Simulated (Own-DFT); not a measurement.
# Point defects and the pressure they add: diamond germanium

Source: density functional calculations with Own-DFT, an unreviewed in-house program that is no longer used. Nothing was measured or relaxed, and spin and spin-orbit coupling are left out.

All runs used: PBE; PseudoDojo norm-conserving scalar-relativistic files; cutoff 42 hartree; 5 x 5 x 5 k mesh centred on Gamma; Fermi-Dirac smearing of 0.1 eV.

Limits (not all hold for every row): not probed for a lower state with spin; k mesh not checked against a denser one; stress not checked against mesh or cutoff.

All runs share one cell, with vectors in Å (0.000, 5.658, 5.658); (5.658, 0.000, 5.658); (5.658, 5.658, 0.000) and a volume of 362.3 Å³. Atoms were moved at random from their sites; u is the rms move along one axis. The defect's site can differ from row to row.

```
          cell  formula   u (Å)  P (GPa)
     no defect     Ge16  0.0214     3.87
     no defect     Ge16  0.0468     4.26
     no defect     Ge16  0.0486     4.21
  one added Ge     Ge17  0.0275    11.75
  one added Ge     Ge17  0.0294    12.03
  one added Ge     Ge17  0.0566    12.86
one Ge vacancy     Ge15  0.0291     2.71
one Ge vacancy     Ge15  0.0336     2.22
one Ge vacancy     Ge15  0.0342     2.64
one Ge vacancy     Ge15  0.0367        ?
```

## Fit

P = P0 + c u² + a shift for each defect gives P0 = 3.58 GPa, c = 321 ± 94 GPa/Å² and a scatter of 0.23 GPa. The shifts, and each times the cell's volume:

- one added Ge: 8.12 ± 0.19 GPa, 18.4 eV
- one Ge vacancy: -1.39 ± 0.20 GPa, -3.1 eV

Positive is outwards. The product with the volume (160.2 GPa Å³ to the eV) is nearly free of the cell's size; divided by the bulk modulus at the cell's pressure it gives the volume that the defect adds. The atoms around the defects weren't relaxed, which would change these numbers.

## The run left out

Q: what pressure belongs in the blank (one Ge vacancy, u = 0.0367 Å)?

Estimate: 2.62 ± 0.27 GPa. Computed: 2.46 GPa.
